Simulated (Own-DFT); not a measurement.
# Short bonds, stiff crystals?

Source: density functional calculations with Own-DFT, an unreviewed in-house program that is no longer used. Nothing was measured or relaxed, and spin and spin-orbit coupling are left out.

Known weak points (not all hold for every row): forces on such cells moved up to 12 meV/angstrom on a denser k mesh; k mesh not checked against a denser one; forces on such cells passed a denser k mesh, each cell not checked; stress not checked against mesh or cutoff.

All runs are PBE with PseudoDojo norm-conserving files; cutoff and k mesh are each material's own. Every cell starts from measured lattice constants and was given uniform random strains and small random moves of its atoms. Each triple is the change of volume in per cent, the rms move u in Å and the pressure in GPa.

- 4H SiC (C36Si36), 10.36 Å³/atom unstrained: (-3.48, 0.049, 13.92); (-2.43, 0.052, 11.23); (-2.17, 0.051, 10.21); (0.11, 0.055, 5.49); (0.99, 0.048, 3.07); (2.22, 0.051, 0.68); (2.65, 0.049, -0.55)
- wurtzite AlN (Al64N64), 10.45 Å³/atom unstrained: (-1.64, 0.049, 9.29); (-1.56, 0.049, 9.64); (-0.36, 0.053, 6.76); (0.14, 0.051, 6.04); (1.73, 0.051, 1.95); (2.93, 0.050, 0.08); (3.29, 0.050, -0.69)
- wurtzite GaN (Ga48N48), 11.42 Å³/atom unstrained: (-1.20, 0.051, 10.17); (-0.45, 0.049, 8.36); (0.10, 0.051, 7.55); (0.30, 0.050, 6.89); (1.07, 0.051, 5.67); (1.13, 0.050, 5.51); (3.26, 0.049, 1.54)
- diamond silicon (Si64), 20.02 Å³/atom unstrained: withheld
- zincblende InP (In32P32), 25.27 Å³/atom unstrained: (-3.25, 0.050, 6.21); (-1.99, 0.049, 5.27); (-1.22, 0.048, 4.56); (-0.39, 0.051, 4.25); (-0.28, 0.047, 4.00); (0.95, 0.045, 3.01); (3.49, 0.050, 1.10)
- grey tin (Sn64), 34.15 Å³/atom unstrained: (-2.51, 0.049, 5.10); (-1.59, 0.052, 4.61); (-1.56, 0.048, 4.61); (-1.45, 0.053, 4.47); (-0.12, 0.046, 3.72); (0.14, 0.049, 3.59); (1.68, 0.051, 2.84)

## Analysis

Fit a line to each set against the fractional change of volume; B is minus its slope, and u is nearly the same within a set. To take it to zero pressure, assume that B rises by 4 GPa for each GPa: B0 = B - 4 x (mean pressure). The bond length of an ideal tetrahedral crystal with the unstrained volume v is d = (√3/4)(8 v)^(1/3). Cohen's empirical rule reads B0 = (1971 - 220 L) d^(-3.5) GPa, with L = 0 for group IV crystals and SiC and 1 for III-V compounds.

| material | L | d (Å) | B (GPa) | mean P (GPa) | B0 (GPa) | rule (GPa) |
|---|---|---|---|---|---|---|
| 4H SiC (C36Si36) | 0 | 1.888 | 231 ± 5 | 6.3 | 206 ± 5 | 213 |
| wurtzite AlN (Al64N64) | 1 | 1.893 | 210 ± 6 | 4.7 | 191 ± 6 | 188 |
| wurtzite GaN (Ga48N48) | 1 | 1.950 | 190 ± 5 | 6.5 | 164 ± 5 | 169 |
| diamond silicon (Si64) | 0 | 2.352 | ? | ? | ? | 99 |
| zincblende InP (In32P32) | 1 | 2.541 | 76 ± 2 | 4.1 | 59 ± 2 | 67 |
| grey tin (Sn64) | 0 | 2.810 | 55 ± 1 | 4.1 | 38 ± 1 | 53 |

A line through ln[B0/(1971 - 220 L)] against ln d has a slope of -4.2 ± 0.2 and a scatter of 6 %. Against the rule, B0 stands at 97 % for 4H SiC, 102 % for wurtzite AlN, 97 % for wurtzite GaN, 89 % for zincblende InP, 72 % for grey tin. PBE tends to make silicon and heavier crystals too soft, and the rule itself is only a guide.

## The run left out

Asked: what B0 does the fitted trend give for diamond silicon (Si64)?

From the line: 85 GPa. Its own runs give B = 92 ± 2 GPa at a mean pressure of 1.9 GPa, so B0 = 84 GPa.
